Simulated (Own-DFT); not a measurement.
## Calculated data, SiC (4H silicon carbide, atoms displaced), SiC (4H silicon carbide, strained, atoms displaced)

A calculation, not a measurement: plane-wave PBE density functional theory by an unreviewed code, no spin, of a simulated periodic cell, stress positive in tension, free energy of the whole cell less one offset for each atom, forces on such cells passed a denser k mesh, this cell's mesh not checked; offsets are fitted by least squares, one for each functional and potential file, so energies compare only between cells with the same atoms and settings and are not formation energies; the far tail of each file's local potential was reset to the Coulomb form; each entry is a single point on an unrelaxed cell, so the pressure reflects the starting lattice, mostly measured values (interpolated for alloys), from which strain is counted, and rises with the displacements; printed positions are rounded, which can move forces by about a meV/angstrom; the program, named Own-DFT, is a retired in-house code; no spin-orbit coupling. Program: Own-DFT development build.

Common to all runs: functional PBE; potential files PseudoDojo norm-conserving, scalar-relativistic, standard set; wave cutoff 42 hartree; occupations Fermi-Dirac; smearing width 0.1 eV.

(1) 
```cif
# cell vector a (Å): 12.3308 0.0000 0.0000
# cell vector b (Å): -6.1654 10.6788 0.0000
# cell vector c (Å): 0.0000 0.0000 10.0681
data_SiC
_symmetry_space_group_name_H-M 'P 1'
_symmetry_Int_Tables_number 1
_cell_length_a 12.3308
_cell_length_b 12.3308
_cell_length_c 10.0681
_cell_angle_alpha 90.000
_cell_angle_beta 90.000
_cell_angle_gamma 120.000
_cell_volume 1325.75
loop_
_atom_site_label
_atom_site_type_symbol
_atom_site_fract_x
_atom_site_fract_y
_atom_site_fract_z
_atom_site_occupancy
Si1 Si 0.00219 0.00162 0.40493 1
Si2 Si 0.08257 0.16061 0.15425 1
C1 C 0.00279 0.00341 0.09514 1
C2 C 0.07918 0.16338 0.34798 1
Si3 Si 0.99947 0.25306 0.40413 1
Si4 Si 0.08945 0.41555 0.15545 1
C3 C 0.99797 0.24888 0.09277 1
C4 C 0.08250 0.41413 0.34144 1
Si5 Si 0.00527 0.50092 0.39774 1
Si6 Si 0.08558 0.66896 0.16280 1
C5 C 0.99347 0.49836 0.09034 1
C6 C 0.07967 0.66739 0.34537 1
Si7 Si 0.00328 0.75473 0.40466 1
Si8 Si 0.07606 0.91514 0.15984 1
C7 C 0.00114 0.75064 0.09366 1
C8 C 0.08072 0.91809 0.34199 1
Si9 Si 0.25278 0.00461 0.40554 1
Si10 Si 0.33928 0.17118 0.15438 1
C9 C 0.24575 0.99647 0.09176 1
C10 C 0.32920 0.16516 0.34652 1
Si11 Si 0.25550 0.25066 0.40676 1
Si12 Si 0.33409 0.41764 0.15443 1
C11 C 0.24951 0.24909 0.09431 1
C12 C 0.33591 0.41911 0.34412 1
Si13 Si 0.24879 0.49766 0.40730 1
Si14 Si 0.33504 0.67006 0.15482 1
C13 C 0.25141 0.50140 0.08754 1
C14 C 0.33438 0.66569 0.34254 1
Si15 Si 0.25001 0.74929 0.40177 1
Si16 Si 0.33680 0.91737 0.15947 1
C15 C 0.24977 0.75229 0.09859 1
C16 C 0.33509 0.91867 0.34261 1
Si17 Si 0.49645 0.99755 0.40638 1
Si18 Si 0.58168 0.16651 0.15832 1
C17 C 0.49747 0.99694 0.09031 1
C18 C 0.57945 0.16736 0.34146 1
Si19 Si 0.50469 0.25018 0.41089 1
Si20 Si 0.58224 0.41853 0.15549 1
C19 C 0.49998 0.25213 0.09376 1
C20 C 0.58246 0.41537 0.34374 1
Si21 Si 0.49599 0.49585 0.41089 1
Si22 Si 0.58394 0.66540 0.15822 1
C21 C 0.49980 0.49973 0.09533 1
C22 C 0.58756 0.67026 0.34283 1
Si23 Si 0.49825 0.75171 0.40766 1
Si24 Si 0.58207 0.91675 0.15273 1
C23 C 0.50279 0.74899 0.09198 1
C24 C 0.58501 0.91639 0.34076 1
Si25 Si 0.74634 0.99979 0.40525 1
Si26 Si 0.83035 0.16595 0.16024 1
C25 C 0.74834 0.99614 0.09418 1
C26 C 0.82648 0.16252 0.34509 1
Si27 Si 0.75341 0.25102 0.39948 1
Si28 Si 0.83192 0.41254 0.15236 1
C27 C 0.75423 0.24950 0.09247 1
C28 C 0.83354 0.41320 0.34857 1
Si29 Si 0.74836 0.50258 0.40633 1
Si30 Si 0.83547 0.66656 0.15520 1
C29 C 0.75087 0.50085 0.09507 1
C30 C 0.83777 0.66626 0.34623 1
Si31 Si 0.74905 0.74955 0.40128 1
Si32 Si 0.82924 0.91385 0.15153 1
C31 C 0.75045 0.75406 0.09021 1
C32 C 0.83088 0.91998 0.34308 1
Si33 Si 0.99610 0.99790 0.90806 1
Si34 Si 0.91267 0.83159 0.65696 1
C33 C 0.99874 0.99852 0.59399 1
C34 C 0.91701 0.83395 0.83693 1
Si35 Si 0.99848 0.74604 0.90110 1
Si36 Si 0.91850 0.58419 0.65871 1
C35 C 0.99992 0.75287 0.58982 1
C36 C 0.91595 0.58522 0.84433 1
Si37 Si 0.00599 0.50128 0.90748 1
Si38 Si 0.91908 0.33377 0.65630 1
C37 C 0.99963 0.49893 0.59202 1
C38 C 0.91867 0.33423 0.85044 1
Si39 Si 0.00106 0.24802 0.90432 1
Si40 Si 0.91674 0.08227 0.65363 1
C39 C 0.00027 0.25051 0.59831 1
C40 C 0.91698 0.08499 0.84289 1
Si41 Si 0.74941 0.00140 0.90627 1
Si42 Si 0.66889 0.83427 0.65432 1
C41 C 0.75250 0.99846 0.59115 1
C42 C 0.66947 0.83554 0.84392 1
Si43 Si 0.74856 0.75203 0.89976 1
Si44 Si 0.66782 0.58369 0.65266 1
C43 C 0.74688 0.74780 0.59406 1
C44 C 0.66686 0.58355 0.84582 1
Si45 Si 0.75138 0.50331 0.90386 1
Si46 Si 0.66676 0.33625 0.65280 1
C45 C 0.74988 0.50353 0.59352 1
C46 C 0.66719 0.33331 0.84590 1
Si47 Si 0.74708 0.24805 0.90239 1
Si48 Si 0.67048 0.08461 0.65266 1
C47 C 0.75069 0.25024 0.58967 1
C48 C 0.66687 0.08398 0.84070 1
Si49 Si 0.50351 0.99727 0.90648 1
Si50 Si 0.41563 0.83198 0.65021 1
C49 C 0.50206 0.00212 0.59163 1
C50 C 0.41620 0.83425 0.84552 1
Si51 Si 0.49173 0.74877 0.90178 1
Si52 Si 0.41324 0.58198 0.65757 1
C51 C 0.49792 0.74965 0.58949 1
C52 C 0.41684 0.58358 0.83914 1
Si53 Si 0.50021 0.50659 0.90688 1
Si54 Si 0.41838 0.33347 0.65530 1
C53 C 0.49834 0.50299 0.59428 1
C54 C 0.41482 0.33136 0.84452 1
Si55 Si 0.50177 0.24983 0.90760 1
Si56 Si 0.42466 0.08433 0.65598 1
C55 C 0.49995 0.25309 0.59513 1
C56 C 0.42414 0.08871 0.84631 1
Si57 Si 0.24845 0.99845 0.90535 1
Si58 Si 0.16491 0.83543 0.65941 1
C57 C 0.24796 0.99830 0.59715 1
C58 C 0.16634 0.83523 0.84141 1
Si59 Si 0.25465 0.75243 0.90520 1
Si60 Si 0.16423 0.57805 0.65289 1
C59 C 0.24930 0.74850 0.59842 1
C60 C 0.15956 0.57665 0.84046 1
Si61 Si 0.24672 0.49843 0.90971 1
Si62 Si 0.16670 0.33405 0.65698 1
C61 C 0.25450 0.50367 0.59398 1
C62 C 0.16653 0.33372 0.84508 1
Si63 Si 0.25122 0.25194 0.90582 1
Si64 Si 0.16803 0.08242 0.65406 1
C63 C 0.24755 0.25234 0.59922 1
C64 C 0.16263 0.07963 0.83992 1
_calc_hardware 'one NVIDIA H200'
_calc_k_mesh '3 x 3 x 3 centred on Gamma'
_calc_free_energy_of_cell_above_offsets '-18.787'  # eV
_calc_pressure 3.77  # GPa
_calc_stress_xx -3.31  # GPa
_calc_stress_yy -3.73  # GPa
_calc_stress_zz -4.26  # GPa
_calc_stress_yz -0.1  # GPa
_calc_stress_xz 0.32  # GPa
_calc_stress_xy 0.4  # GPa
_calc_wall_time 531.3  # s
```

Force:
```csv
element,x (eV/Å),y (eV/Å),z (eV/Å)
Si,-1.485,-0.713,0.767
Si,-0.866,2.174,1.099
C,-1.057,-2.018,-0.833
C,0.803,1.577,-0.904
Si,0.207,-1.794,0.833
Si,-1.965,-0.244,-0.939
C,0.86,-0.376,0.505
C,0.757,0.891,0.008
Si,-1.784,-0.387,1.627
Si,-0.925,-0.714,-1.835
C,2.306,0.96,1.305
C,1.465,0.205,0.063
Si,-0.642,-0.479,0.608
Si,1.696,0.233,-1.339
C,-0.153,-0.085,-0.308
C,1.114,0.102,0.672
Si,-0.517,-1.444,0.491
Si,-1.403,-1.697,0.289
C,0.58,0.752,0.935
C,1.938,0.949,-0.65
Si,-2.343,0.113,0.567
Si,-0.049,-0.343,0.239
C,0.185,0.425,-0.06
C,-0.657,-0.75,-0.246
Si,0.424,0.484,-0.226
Si,0.467,-0.447,-0.064
C,0.239,0.341,1.962
C,-0.625,-0.25,0.04
Si,-0.228,0.108,1.247
Si,-1.563,0.283,-1.222
C,0.633,-0.46,-0.929
C,-0.553,-0.487,0.689
Si,1.113,0.803,-0.567
Si,0.446,0.135,-1.113
C,0.542,0.853,0.721
C,1.326,-0.655,0.786
Si,-1.615,0.206,-0.915
Si,0.856,-0.155,0.148
C,0.922,0.093,0.016
C,-0.282,0.205,0.39
Si,0.831,1.569,-1.029
Si,0.035,0.574,-0.513
C,-0.341,0.436,-0.512
C,-1.206,-1.343,0.541
Si,1.176,-0.314,-1.126
Si,0.581,-0.483,0.334
C,-1.116,-0.016,-0.293
C,-1.517,-0.004,0.42
Si,0.922,-0.412,0.04
Si,1.148,-0.535,-1.051
C,-0.721,1.256,-0.503
C,1.285,0.889,-0.188
Si,-1.437,-0.559,1.406
Si,-0.529,0.732,1.029
C,-1.844,-0.781,-0.145
C,-0.297,1.439,-1.509
Si,1.174,-0.677,-0.164
Si,-0.448,0.28,0.075
C,-0.307,-0.416,-0.461
C,-1.1,0.517,-0.761
Si,0.746,0.815,0.83
Si,0.638,1.054,1.318
C,0.701,-1.598,-0.108
C,1.039,-0.67,-0.292
Si,0.763,0.4,-0.916
Si,0.516,0.462,-1.363
C,0.27,0.092,-0.473
C,-0.209,-0.462,1.965
Si,-0.259,1.644,1.087
Si,-0.224,0.33,-1.11
C,0.249,-0.496,0.874
C,0.949,-0.984,-0.299
Si,-2.506,-0.874,0.099
Si,-0.816,-0.011,0.628
C,0.157,0.092,-0.591
C,-0.437,-0.302,-1.393
Si,-0.64,0.419,0.623
Si,0.412,0.148,0.417
C,0.069,0.082,-1.35
C,-0.117,-0.75,0.081
Si,0.49,0.047,-0.124
Si,-0.636,-0.383,0.224
C,-0.864,0.375,0.095
C,-1.681,-0.162,-0.634
Si,0.954,-0.35,0.891
Si,-0.981,0.107,1.037
C,0.307,0.35,-0.768
C,-0.504,0.229,-0.786
Si,-0.019,-0.817,0.843
Si,0.739,-0.257,0.771
C,0.721,-0.576,-0.069
C,-0.169,0.636,-0.702
Si,0.986,0.69,0.676
Si,-0.132,-0.1,0.052
C,-0.107,0.193,0.259
C,0.259,-0.464,0.135
Si,-1.213,1.192,-0.442
Si,-0.11,0.381,0.92
C,0.632,-0.729,-0.002
C,0.049,0.078,-1.295
Si,2.637,0.139,0.763
Si,0.904,0.918,-0.789
C,0.523,0.122,1.182
C,-1.196,0.145,1.223
Si,1.027,-1.64,-0.218
Si,-1.326,0.41,0.884
C,0.716,-0.761,0.287
C,0.605,1.081,0.1
Si,-0.544,0.755,-0.244
Si,-2.069,0.232,0.77
C,0.868,-0.714,-0.321
C,-0.377,-1.821,-0.41
Si,0.127,0.885,-0.016
Si,0.429,-0.752,-1.057
C,1.389,0.896,-1.107
C,0.662,-0.871,0.92
Si,-1.96,-0.918,0.218
Si,-0.318,1.012,0.409
C,-0.542,0.079,-1.286
C,2.134,2.05,0.4
Si,0.306,0.068,-2.146
Si,-0.175,0.264,0.335
C,-1.082,-1.402,-0.436
C,0.216,0.126,-0.007
Si,-0.125,-1.18,-0.264
Si,-1.069,0.194,0.541
C,1.497,-0.472,-1.355
C,0.27,0.769,1.066
```

(2) 
```cif
# cell vector a (Å): 12.3308 0.0000 0.0000
# cell vector b (Å): -6.1654 10.6788 0.0000
# cell vector c (Å): 0.0000 0.0000 10.0681
data_SiC
_symmetry_space_group_name_H-M 'P 1'
_symmetry_Int_Tables_number 1
_cell_length_a 12.3308
_cell_length_b 12.3308
_cell_length_c 10.0681
_cell_angle_alpha 90.000
_cell_angle_beta 90.000
_cell_angle_gamma 120.000
_cell_volume 1325.75
loop_
_atom_site_label
_atom_site_type_symbol
_atom_site_fract_x
_atom_site_fract_y
_atom_site_fract_z
_atom_site_occupancy
Si1 Si 0.00216 0.99817 0.40530 1
Si2 Si 0.08985 0.16639 0.15980 1
C1 C 0.00511 0.00403 0.09118 1
C2 C 0.08360 0.16271 0.34287 1
Si3 Si 0.00253 0.25182 0.40497 1
Si4 Si 0.08195 0.41637 0.15778 1
C3 C 0.00158 0.24942 0.09654 1
C4 C 0.07991 0.41543 0.34986 1
Si5 Si 0.99778 0.49673 0.40811 1
Si6 Si 0.08111 0.66384 0.15477 1
C5 C 0.00035 0.50518 0.09077 1
C6 C 0.08080 0.66878 0.34086 1
Si7 Si 0.99579 0.75045 0.40952 1
Si8 Si 0.08214 0.91811 0.16183 1
C7 C 0.99423 0.74449 0.08819 1
C8 C 0.08458 0.91743 0.34119 1
Si9 Si 0.25007 0.99919 0.40589 1
Si10 Si 0.33815 0.17008 0.15371 1
C9 C 0.24586 0.99507 0.09590 1
C10 C 0.33188 0.16297 0.34226 1
Si11 Si 0.25085 0.25139 0.41222 1
Si12 Si 0.33633 0.41947 0.14988 1
C11 C 0.24748 0.24946 0.09529 1
C12 C 0.33251 0.41192 0.33790 1
Si13 Si 0.24842 0.50131 0.41059 1
Si14 Si 0.33099 0.66404 0.15941 1
C13 C 0.25383 0.50413 0.09589 1
C14 C 0.33485 0.66867 0.34631 1
Si15 Si 0.25053 0.75375 0.40264 1
Si16 Si 0.33431 0.92096 0.15696 1
C15 C 0.24898 0.75189 0.08913 1
C16 C 0.32933 0.91882 0.34268 1
Si17 Si 0.49661 0.99496 0.40777 1
Si18 Si 0.58441 0.16533 0.15326 1
C17 C 0.50019 0.00186 0.10015 1
C18 C 0.58277 0.16922 0.34125 1
Si19 Si 0.50047 0.24568 0.40922 1
Si20 Si 0.58484 0.41755 0.15465 1
C19 C 0.50016 0.25069 0.09738 1
C20 C 0.58385 0.41827 0.34310 1
Si21 Si 0.50335 0.49949 0.40631 1
Si22 Si 0.57853 0.66217 0.16054 1
C21 C 0.49906 0.49819 0.09522 1
C22 C 0.58830 0.67094 0.34462 1
Si23 Si 0.49810 0.74730 0.40900 1
Si24 Si 0.58263 0.91419 0.15737 1
C23 C 0.49646 0.75140 0.09702 1
C24 C 0.58299 0.91449 0.34581 1
Si25 Si 0.75249 0.00289 0.40750 1
Si26 Si 0.83111 0.17046 0.15650 1
C25 C 0.75084 0.99774 0.09096 1
C26 C 0.83281 0.16498 0.34734 1
Si27 Si 0.75288 0.25159 0.40679 1
Si28 Si 0.83580 0.41992 0.15807 1
C27 C 0.74798 0.25097 0.09778 1
C28 C 0.83286 0.41661 0.34495 1
Si29 Si 0.75076 0.49697 0.40309 1
Si30 Si 0.82932 0.66547 0.14964 1
C29 C 0.74802 0.49827 0.08980 1
C30 C 0.83190 0.66686 0.34595 1
Si31 Si 0.74884 0.75555 0.40879 1
Si32 Si 0.83243 0.91345 0.15464 1
C31 C 0.74957 0.75402 0.09714 1
C32 C 0.83593 0.91739 0.34435 1
Si33 Si 0.99908 0.99729 0.90502 1
Si34 Si 0.91022 0.82917 0.66180 1
C33 C 0.00062 0.00350 0.59114 1
C34 C 0.91934 0.83478 0.84434 1
Si35 Si 0.00168 0.74627 0.90671 1
Si36 Si 0.91666 0.58416 0.65237 1
C35 C 0.00064 0.75199 0.59300 1
C36 C 0.91296 0.58159 0.84522 1
Si37 Si 0.99825 0.49691 0.90448 1
Si38 Si 0.91824 0.33461 0.66043 1
C37 C 0.99386 0.50043 0.59440 1
C38 C 0.91225 0.33181 0.84323 1
Si39 Si 0.00299 0.25137 0.90794 1
Si40 Si 0.91726 0.08506 0.65185 1
C39 C 0.99573 0.24948 0.59738 1
C40 C 0.91563 0.08316 0.84312 1
Si41 Si 0.74635 0.99345 0.90769 1
Si42 Si 0.67150 0.84168 0.65265 1
C41 C 0.75237 0.00449 0.59532 1
C42 C 0.66750 0.83402 0.84537 1
Si43 Si 0.75375 0.75303 0.91024 1
Si44 Si 0.66772 0.58437 0.65564 1
C43 C 0.75067 0.74999 0.58994 1
C44 C 0.66588 0.58102 0.84387 1
Si45 Si 0.75229 0.50184 0.90351 1
Si46 Si 0.66718 0.33345 0.65683 1
C45 C 0.75376 0.50026 0.59201 1
C46 C 0.66320 0.33090 0.84119 1
Si47 Si 0.74654 0.24868 0.90561 1
Si48 Si 0.66631 0.08504 0.65732 1
C47 C 0.75133 0.25096 0.59319 1
C48 C 0.66485 0.08500 0.84370 1
Si49 Si 0.50253 0.99833 0.90450 1
Si50 Si 0.41963 0.83338 0.65519 1
C49 C 0.50172 0.00288 0.59896 1
C50 C 0.41540 0.83306 0.84267 1
Si51 Si 0.49621 0.74505 0.90481 1
Si52 Si 0.41123 0.58359 0.65587 1
C51 C 0.49729 0.75004 0.59727 1
C52 C 0.41701 0.58078 0.84501 1
Si53 Si 0.49934 0.50075 0.90758 1
Si54 Si 0.41911 0.33294 0.65761 1
C53 C 0.50679 0.50728 0.59382 1
C54 C 0.41501 0.33128 0.84539 1
Si55 Si 0.50172 0.25412 0.90088 1
Si56 Si 0.41148 0.08441 0.65666 1
C55 C 0.49481 0.25087 0.59188 1
C56 C 0.41801 0.08396 0.83536 1
Si57 Si 0.24844 0.00026 0.90980 1
Si58 Si 0.16722 0.83435 0.65550 1
C57 C 0.25229 0.99779 0.58808 1
C58 C 0.16905 0.83295 0.84661 1
Si59 Si 0.25149 0.75384 0.90571 1
Si60 Si 0.16237 0.57766 0.65366 1
C59 C 0.24918 0.75237 0.59420 1
C60 C 0.16546 0.57815 0.83913 1
Si61 Si 0.25536 0.50685 0.89894 1
Si62 Si 0.16414 0.33564 0.65588 1
C61 C 0.24513 0.49721 0.59176 1
C62 C 0.17006 0.33349 0.85231 1
Si63 Si 0.24958 0.24692 0.90566 1
Si64 Si 0.16077 0.08135 0.65897 1
C63 C 0.25513 0.24796 0.59499 1
C64 C 0.16530 0.08738 0.83857 1
_calc_hardware 'one NVIDIA H200'
_calc_k_mesh '3 x 3 x 3 centred on Gamma'
_calc_free_energy_of_cell_above_offsets '-18.538'  # eV
_calc_pressure 3.82  # GPa
_calc_stress_xx -3.37  # GPa
_calc_stress_yy -3.23  # GPa
_calc_stress_zz -4.86  # GPa
_calc_stress_yz -0.21  # GPa
_calc_stress_xz 0.25  # GPa
_calc_stress_xy -0.26  # GPa
_calc_wall_time 540.7  # s
```

Force:
```csv
element,x (eV/Å),y (eV/Å),z (eV/Å)
Si,-0.463,0.278,0.015
Si,-1.809,-0.021,-0.542
C,-0.587,-1.078,0.485
C,-0.258,1.033,1.164
Si,-0.12,-1.312,0.424
Si,0.439,0.348,-0.32
C,-0.434,0.159,0.075
C,0.68,0.568,-0.93
Si,-0.618,1.414,-0.249
Si,-0.331,1.709,-0.057
C,0.746,-1.896,0.296
C,0.612,-0.75,0.845
Si,0.59,0.004,-1.262
Si,0.159,-1.096,-1.984
C,0.339,1.117,1.319
C,-0.174,-0.544,1.511
Si,-0.699,0.59,-0.459
Si,-1.18,-1.075,0.887
C,0.065,1.624,-0.459
C,0.039,0.875,0.484
Si,0.731,-0.905,-1.583
Si,-0.94,-1.133,1.135
C,1.683,0.563,-1.008
C,-0.423,1.508,1.424
Si,0.86,-0.512,-1.985
Si,-0.45,1.266,-0.48
C,-0.679,-0.842,-0.95
C,-0.624,-0.521,0.146
Si,-0.519,-0.652,0.683
Si,0.035,-1.124,-0.263
C,0.413,-0.34,1.361
C,1.557,-0.569,0.067
Si,0.015,1.407,-0.046
Si,-1.075,0.722,1.15
C,0.501,-0.676,-1.644
C,1.343,-1.06,0.775
Si,-1.349,0.888,-1.294
Si,-0.083,-0.532,0.554
C,0.733,0.145,-1.782
C,0.712,-0.813,0.092
Si,-0.851,0.322,-0.181
Si,0.035,1.47,-0.661
C,0.477,0.653,-0.693
C,-1.212,-1.116,0.462
Si,0.432,0.586,-0.272
Si,0.054,0.691,0.124
C,0.847,-1.135,-0.747
C,0.067,0.141,0.245
Si,-0.155,-0.864,-0.309
Si,1.486,-1.236,0.07
C,-0.751,0.513,1.049
C,0.054,0.971,-0.725
Si,-0.868,-0.753,-0.098
Si,-0.522,-0.297,-0.462
C,0.492,0.614,-1.197
C,0.707,-0.184,-0.449
Si,-1.059,1.119,0.521
Si,0.567,0.119,1.508
C,0.141,0.222,0.343
C,-0.39,-0.074,-0.692
Si,1.622,-0.978,-1.055
Si,0.294,1.981,0.664
C,-0.108,-1.833,-0.843
C,-0.514,0.472,-0.053
Si,-0.297,1.379,0.031
Si,1.084,1.269,-1.474
C,-0.198,-1.255,0.373
C,-0.019,-0.943,0.494
Si,-0.501,0.626,-0.445
Si,-0.467,0.484,1.061
C,-0.386,-0.066,0.812
C,1.368,0.339,-1.065
Si,-0.119,0.489,-0.119
Si,-1.189,-0.19,-0.838
C,1.812,-0.537,-0.192
C,0.822,-0.025,0.945
Si,-0.575,-0.559,0.132
Si,0.155,-0.199,1.414
C,1.04,0.752,-1.017
C,0.137,-0.248,0.063
Si,0.033,2.111,-0.494
Si,-0.092,-1.865,0.995
C,-0.325,-0.149,-0.631
C,-0.188,-1.109,-0.686
Si,-0.563,-0.708,-0.63
Si,0.575,0.105,-0.01
C,-0.803,0.474,1.362
C,-0.165,1,0.276
Si,-0.796,-1.113,0.186
Si,-0.263,-0.141,-0.819
C,-1.179,-0.219,0.031
C,0.768,1.026,0.504
Si,0.151,0.174,0.412
Si,0.049,0.344,-0.147
C,-0.108,0.041,0.325
C,1.11,-0.682,0.394
Si,-1.347,0.413,0.426
Si,-1.774,0.639,0.307
C,-0.421,-0.494,-1.124
C,0.794,-0.375,0.223
Si,0.189,1.357,0.654
Si,1.699,-0.119,-0.02
C,1.107,0.028,-0.649
C,-0.087,0.633,-0.814
Si,0.822,-0.683,-0.254
Si,-0.926,1.171,-0.106
C,-1.547,-1.502,0.081
C,-0.089,0.887,-0.135
Si,-0.085,-1.51,1.246
Si,1.242,-0.152,-1.068
C,1.958,-0.216,0.55
C,-0.569,-0.111,2.816
Si,0.359,0.246,-0.947
Si,0.065,-0.027,0.285
C,-1.716,0.187,1.27
C,-1.097,0.368,-0.832
Si,0.431,-1.26,-0.32
Si,-0.862,1.78,-0.091
C,0.798,-0.995,-0.469
C,-0.746,1.218,0.468
Si,-0.651,-1.96,2.163
Si,1.262,-1.632,0.953
C,0.582,0.461,0.621
C,-0.634,0.821,-1.694
Si,-0.29,0.627,0.592
Si,1.614,0.289,-1.591
C,-1.926,0.698,0.48
C,0.693,-1.566,1.595
```

(3) 
```cif
# cell vector a (Å): 9.1820 0.1219 0.0524
# cell vector b (Å): -4.4854 7.9636 -0.1406
# cell vector c (Å): 0.0570 -0.1438 10.0103
data_SiC
_symmetry_space_group_name_H-M 'P 1'
_symmetry_Int_Tables_number 1
_cell_length_a 9.1830
_cell_length_b 9.1410
_cell_length_c 10.0115
_cell_angle_alpha 91.758
_cell_angle_beta 89.358
_cell_angle_gamma 118.631
_cell_volume 737.27
loop_
_atom_site_label
_atom_site_type_symbol
_atom_site_fract_x
_atom_site_fract_y
_atom_site_fract_z
_atom_site_occupancy
Si1 Si 0.99741 0.99856 0.40769 1
Si2 Si 0.11324 0.22021 0.14994 1
C1 C 0.00107 0.00003 0.08530 1
C2 C 0.10485 0.22398 0.34531 1
Si3 Si 0.99531 0.33664 0.40422 1
Si4 Si 0.12440 0.56606 0.15258 1
C3 C 0.00300 0.32988 0.09868 1
C4 C 0.10078 0.55430 0.35136 1
Si5 Si 0.00585 0.68512 0.40408 1
Si6 Si 0.10333 0.88990 0.16004 1
C5 C 0.00439 0.67048 0.09088 1
C6 C 0.10994 0.88720 0.33749 1
Si7 Si 0.34214 0.99954 0.40646 1
Si8 Si 0.43569 0.21096 0.15872 1
C7 C 0.33310 0.99417 0.09260 1
C8 C 0.44085 0.22341 0.33836 1
Si9 Si 0.32441 0.32631 0.41570 1
Si10 Si 0.44265 0.55280 0.15884 1
C9 C 0.33735 0.33090 0.09118 1
C10 C 0.44874 0.55551 0.33611 1
Si11 Si 0.34672 0.67357 0.40953 1
Si12 Si 0.45344 0.89084 0.16022 1
C11 C 0.33227 0.66922 0.09723 1
C12 C 0.44527 0.89119 0.33705 1
Si13 Si 0.67207 0.99636 0.38992 1
Si14 Si 0.78046 0.23325 0.16110 1
C13 C 0.65499 0.99444 0.08905 1
C14 C 0.77909 0.22768 0.34177 1
Si15 Si 0.65587 0.32138 0.39971 1
Si16 Si 0.77259 0.55094 0.16232 1
C15 C 0.66933 0.33380 0.09915 1
C16 C 0.78415 0.54878 0.34598 1
Si17 Si 0.67382 0.66880 0.39849 1
Si18 Si 0.76821 0.88612 0.15416 1
C17 C 0.65977 0.65859 0.10224 1
C18 C 0.78461 0.89548 0.34667 1
Si19 Si 0.99763 0.00295 0.90674 1
Si20 Si 0.89261 0.77578 0.65810 1
C19 C 0.99647 0.99016 0.59791 1
C20 C 0.90249 0.77625 0.84826 1
Si21 Si 0.98872 0.66898 0.89653 1
Si22 Si 0.88404 0.43695 0.64965 1
C21 C 0.99972 0.67230 0.58745 1
C22 C 0.90120 0.44877 0.84415 1
Si23 Si 0.00771 0.33937 0.90372 1
Si24 Si 0.87916 0.09928 0.64790 1
C23 C 0.99440 0.33636 0.59222 1
C24 C 0.89100 0.10712 0.84149 1
Si25 Si 0.66979 0.99655 0.90412 1
Si26 Si 0.55942 0.77567 0.65043 1
C25 C 0.66351 0.99167 0.59479 1
C26 C 0.56573 0.77386 0.84606 1
Si27 Si 0.66023 0.66411 0.90142 1
Si28 Si 0.55263 0.44789 0.66807 1
C27 C 0.65685 0.66076 0.59264 1
C28 C 0.55542 0.43860 0.83683 1
Si29 Si 0.65783 0.32766 0.90342 1
Si30 Si 0.55314 0.10255 0.64542 1
C29 C 0.67012 0.33362 0.59676 1
C30 C 0.55591 0.11725 0.85306 1
Si31 Si 0.34401 0.00380 0.91433 1
Si32 Si 0.22465 0.78881 0.65417 1
C31 C 0.33595 0.00113 0.59296 1
C32 C 0.22952 0.78202 0.84937 1
Si33 Si 0.33130 0.66827 0.91244 1
Si34 Si 0.22238 0.43540 0.66085 1
C33 C 0.33419 0.66742 0.59045 1
C34 C 0.22273 0.43679 0.84273 1
Si35 Si 0.32628 0.32445 0.91288 1
Si36 Si 0.21174 0.11097 0.66269 1
C35 C 0.32999 0.31885 0.60037 1
C36 C 0.21865 0.10475 0.84116 1
_calc_hardware 'one NVIDIA H100'
_calc_k_mesh '4 x 4 x 3 centred on Gamma'
_calc_free_energy_of_cell_above_offsets '-3.830'  # eV
_calc_pressure 8.74  # GPa
_calc_stress_xx -10.58  # GPa
_calc_stress_yy -4.62  # GPa
_calc_stress_zz -11.01  # GPa
_calc_stress_yz -3.9  # GPa
_calc_stress_xz 1.29  # GPa
_calc_stress_xy 7.97  # GPa
_calc_wall_time 342.2  # s
```

Force:
```csv
element,x (eV/Å),y (eV/Å),z (eV/Å)
Si,1.113,1.229,0.096
Si,-0.176,0.044,1.373
C,-1.201,-0.255,2.284
C,1.393,-0.889,-0.198
Si,0.276,0.745,0.596
Si,-2.949,-1.912,1.918
C,-0.623,1.296,-1.422
C,2.444,1.661,-1.62
Si,0.551,-3.607,0.275
Si,1.641,-0.709,-2.827
C,-1.15,-0.671,0.035
C,0.269,2.326,1.8
Si,-2.53,0.745,-0.352
Si,1.16,1.157,-1.481
C,-0.688,0.18,2.033
C,-0.131,-1.236,2.044
Si,0.16,1.012,-1.62
Si,-0.307,-0.21,-1.514
C,-0.7,-0.189,1.272
C,-0.061,-0.47,3.008
Si,-2.049,-1.621,-1.296
Si,-2.508,-0.676,-2.223
C,2.19,0.133,-0.392
C,1.867,-0.58,1.943
Si,-2.632,1.974,2.771
Si,1.353,-1.479,-1.868
C,2.254,1.655,1.051
C,0.435,-2.189,0.545
Si,0.089,2.524,2.014
Si,1.723,0.902,-1.035
C,-1.826,-0.322,-1.347
C,-1.384,0.801,0.234
Si,-0.395,-1.328,1.14
Si,1.495,0.337,-0.556
C,0.064,1.024,-1.82
C,1.116,-2.163,-1.66
Si,1.647,-1.049,-1.136
Si,-1.569,-0.697,0.394
C,-0.382,0.895,-1.358
C,-7.404,2.931,-2.725
Si,7.233,-2.634,3.985
Si,-0.472,2.479,1.633
C,1.128,-0.673,1.059
C,-2.441,-0.787,-0.993
Si,-0.568,-1.507,0.944
Si,0.382,2.092,1.551
C,2.852,-2.291,-0.406
C,-1.424,0.848,-0.397
Si,-0.62,0.882,-0.182
Si,-2.027,-0.169,1.554
C,0.063,0.076,-2.097
C,-3.63,1.148,-1.413
Si,3.542,-1.247,2.135
Si,0.951,-1.216,-4.996
C,2.55,-0.095,-0.659
C,-1.318,0.59,4.585
Si,2.491,2.31,1.38
Si,-0.412,2.124,2.588
C,-1.815,-1.227,-1.358
C,1.354,-2.56,-2.461
Si,-1.629,-0.981,-1.832
Si,0.611,-2.093,0.956
C,-0.999,0.304,-0.581
C,-1.024,-0.047,-1.403
Si,1.087,-0.422,-1.419
Si,-1.585,1.313,-1.64
C,0.457,-0.273,1.594
C,0.065,1.408,1.328
Si,0.936,0.357,-2.338
Si,1.875,-1.243,-0.982
C,-0.423,1.873,-0.656
C,0.236,0.339,2.143
```
